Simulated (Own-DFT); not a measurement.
# What a defect does to the pressure of its cell: zincblende GaAs

No measurement is shown. These are fixed-geometry runs of a retired plane-wave code named Own-DFT, which no person has reviewed; spin and spin-orbit coupling are neglected.

Common settings: PBE; PseudoDojo norm-conserving scalar-relativistic files; cutoff 42 hartree; 3 x 3 x 3 k mesh centred on Gamma; Fermi-Dirac smearing of 0.1 eV.

Caveats (not all hold for every row): not probed for a lower state with spin; forces not confirmed at this smearing and k mesh; stress not checked against mesh or cutoff.

All runs share one cell, with vectors in Å (11.737, 0.000, 0.000); (0.000, 11.737, 0.000); (0.000, 0.000, 10.833) and a volume of 1492.4 Å³, strained against the parent crystal. Atoms were moved at random from their sites; u is the rms move along one axis. The defect's site can differ from row to row.

```
                             cell     formula   u (Å)  P (GPa)
                        no defect    As32Ga32  0.0327     1.35
                        no defect    As32Ga32  0.0471     1.54
                        no defect    As32Ga32  0.0473     1.47
              one P on an As site   As31Ga32P  0.0301     1.04
              one P on an As site   As31Ga32P  0.0314     0.99
              one P on an As site   As31Ga32P  0.0315     1.03
              one Al on a Ga site  AlAs32Ga31  0.0325     1.23
              one Al on a Ga site  AlAs32Ga31  0.0463     1.44
              one Al on a Ga site  AlAs32Ga31  0.0509     1.56
              one In on a Ga site  As32Ga31In  0.0470        ?
              one In on a Ga site  As32Ga31In  0.0489     2.14
              one In on a Ga site  As32Ga31In  0.0512     2.21
              one In on a Ga site  As32Ga31In  0.0584     2.30
one As vacancy and one Ga vacancy    As31Ga31  0.0277     0.86
one As vacancy and one Ga vacancy    As31Ga31  0.0486     1.29
one As vacancy and one Ga vacancy    As31Ga31  0.0510     1.35
```

## Working it out

P = P0 + c u² + a shift for each defect gives P0 = 1.06 GPa, c = 211 ± 22 GPa/Å² and a scatter of 0.05 GPa. The shifts, and each times the cell's volume:

- one In on a Ga site: 0.56 ± 0.04 GPa, 5.3 eV
- one Al on a Ga site: -0.06 ± 0.04 GPa, -0.5 eV (not resolved)
- one P on an As site: -0.24 ± 0.04 GPa, -2.3 eV
- one As vacancy and one Ga vacancy: -0.30 ± 0.04 GPa, -2.8 eV

A positive shift means that the defect pushes the cell outwards. Shift times volume (160.2 GPa Å³ is 1 eV) depends little on the cell's size, so, taken for each site, it can be compared between cells at like pressure. The atoms around the defects weren't relaxed, which would change these numbers.

## The run left out

Asked: what pressure belongs in the blank (one In on a Ga site, u = 0.0470 Å)?

From the fit: 2.09 ± 0.06 GPa. The calculation gave 2.11 GPa.
